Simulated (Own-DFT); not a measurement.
# Energy and forces against displacement in 3C SiC, 64 atoms (C32Si32)

All numbers below are calculated, not measured. The program, named Own-DFT, is a retired in-house plane-wave density functional code that no person has reviewed. Each row is one single-point run on a periodic cell that was not relaxed, without spin or spin-orbit coupling.

Settings of every run: PBE; PseudoDojo norm-conserving scalar-relativistic files; cutoff 42 hartree; 4 x 4 x 4 k mesh centred on Gamma; Fermi-Dirac smearing of 0.1 eV.

Known limits, some of them of some rows only: some atoms lie very close together; forces on such cells passed a denser k mesh, each cell not checked; stress not checked against mesh or cutoff.

Cell vectors in Å: (8.719, 0.000, 0.000); (0.000, 8.719, 0.000); (0.000, 0.000, 8.719). In each run every atom was moved at random and independently from its ideal site; u is the rms move along one axis. E is the free energy for each atom above the fitted value at u = 0, and F the rms of the force components.

| run | u (Å) | E (meV/atom) | F (eV/Å) | largest force (eV/Å) | P (GPa) |
|---|---|---|---|---|---|
| 1 | 0.0305 | 37.7 | 0.883 | 2.90 | 3.86 |
| 2 | 0.0319 | 37.6 | 0.867 | 3.56 | 3.82 |
| 3 | 0.0568 | ? | ? | ? | ? |
| 4 | 0.0607 | 137.7 | 1.810 | 7.12 | 6.48 |
| 5 | 0.0891 | 313.1 | 3.088 | 16.87 | 10.76 |
| 6 | 0.0984 | 391.8 | 3.338 | 14.02 | 12.42 |
| 7 | 0.1030 | 393.7 | 3.508 | 22.80 | 11.81 |
| 8 | 0.1680 | 1169.2 | 6.729 | 32.88 | 32.92 |

## Worked fit

For small independent moves the energy grows as E = (3/2) K u², with K the mean stiffness felt by one atom. The runs with u up to 0.11 Å give K = 25.8 ± 0.7 eV/Å², with residuals divided by u² + 0.0006 Å², since the noise grows with the moves. The scatter is 4.7 meV/atom at u = 0.05 Å. The forces follow F = G u with G = 31.6 eV/Å²; no force at u = 0 is resolved. G exceeds K because the moves of its neighbours add to the force on an atom, and stiffness differs between atoms. At u = 0.168 Å the parabola gives 1092 meV/atom and the run 1169. The pressure follows P = 3.07 + 907 u² GPa: at fixed volume, shortened bonds push harder than stretched ones pull.

## Withheld run

Question: what energy and rms force should run 3 give?

The fit gives 125 ± 7 meV/atom and about 1.79 eV/Å. The calculation gave 124.8 meV/atom and 1.738 eV/Å.
